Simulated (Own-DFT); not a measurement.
# Response to strain: wurtzite AlGaN with randomly placed atoms, 72 atoms (Al12Ga24N36)

These are calculations, not measurements. The program, named Own-DFT, is a retired in-house plane-wave density functional code that no person has reviewed. Each row is one single-point run on a periodic cell that was not relaxed, without spin or spin-orbit coupling.

Settings of every run: PBE; PseudoDojo norm-conserving scalar-relativistic files; cutoff 42 hartree; 4 x 4 x 3 k mesh centred on Gamma; Fermi-Dirac smearing of 0.05 eV.

Known limits: forces on such cells passed a denser k mesh, each cell not checked; stress not checked against mesh or cutoff.

Unstrained cell vectors in Å: (9.490, 0.000, 0.000); (-4.745, 8.219, 0.000); (0.000, 0.000, 10.235). The unstrained cell has measured lattice constants (interpolated for alloys), not those of this functional. That, the random moves and any unrelaxed bonds set the pressure at no strain. Each run strains this cell uniformly, with the atoms carried along. Every atom was also moved at random, by a Gaussian of width 0.05 Å on each axis. The random placing of the alloy's atoms differs from row to row. Strain is the symmetric tensor, in per cent. Stress is positive in tension, and the pressure is minus a third of its trace.

| run | e_xx (%) | e_yy (%) | e_zz (%) | s_xx (GPa) | s_yy (GPa) | s_zz (GPa) | P (GPa) | E (meV/atom) |
|---|---|---|---|---|---|---|---|---|
| 1 | -2.00 | -2.00 | 0.00 | -19.74 | -18.19 | -11.79 | 16.57 | 37.8 |
| 2 | -2.50 | -2.50 | 0.00 | -21.91 | -21.97 | -12.87 | 18.92 | 37.4 |
| 3 | -2.75 | -2.75 | 0.00 | -22.44 | -23.40 | -15.10 | 20.31 | 55.8 |
| 4 | -1.00 | -1.00 | 0.00 | -13.34 | -12.89 | -8.83 | 11.69 | 6.3 |
| 5 | -0.75 | -0.75 | 0.00 | -11.01 | -10.76 | -9.99 | 10.58 | 8.5 |
| 6 | 1.50 | 1.50 | 0.00 | 1.10 | -0.44 | -6.65 | 2.00 | 0.0 |
| 7 | -3.00 | -3.00 | 0.00 | -25.25 | -26.55 | -12.74 | 21.51 | 53.9 |
| 8 | -0.50 | -0.50 | 0.00 | -11.31 | -11.26 | -6.86 | 9.81 | 14.3 |
| 9 | 1.00 | 1.00 | 0.00 | ? | ? | ? | ? | ? |

E is the free energy for each atom above the lowest run shown.

## Worked fit

The change of volume is close to e_xx + e_yy + e_zz. A straight line through the runs shown gives P = 7.92 - 221 x (fractional change of volume) GPa, with an error of 7 on the slope and a scatter of 0.57 GPa. The strain isn't the same on all axes and the cell isn't cubic, so the slope belongs to this path and is not the bulk modulus.

## Withheld run

Question: what pressure should run 9 give? Its volume changes by 2.01 %.

The line gives 3.5 GPa. The calculation gave 3.26 GPa.
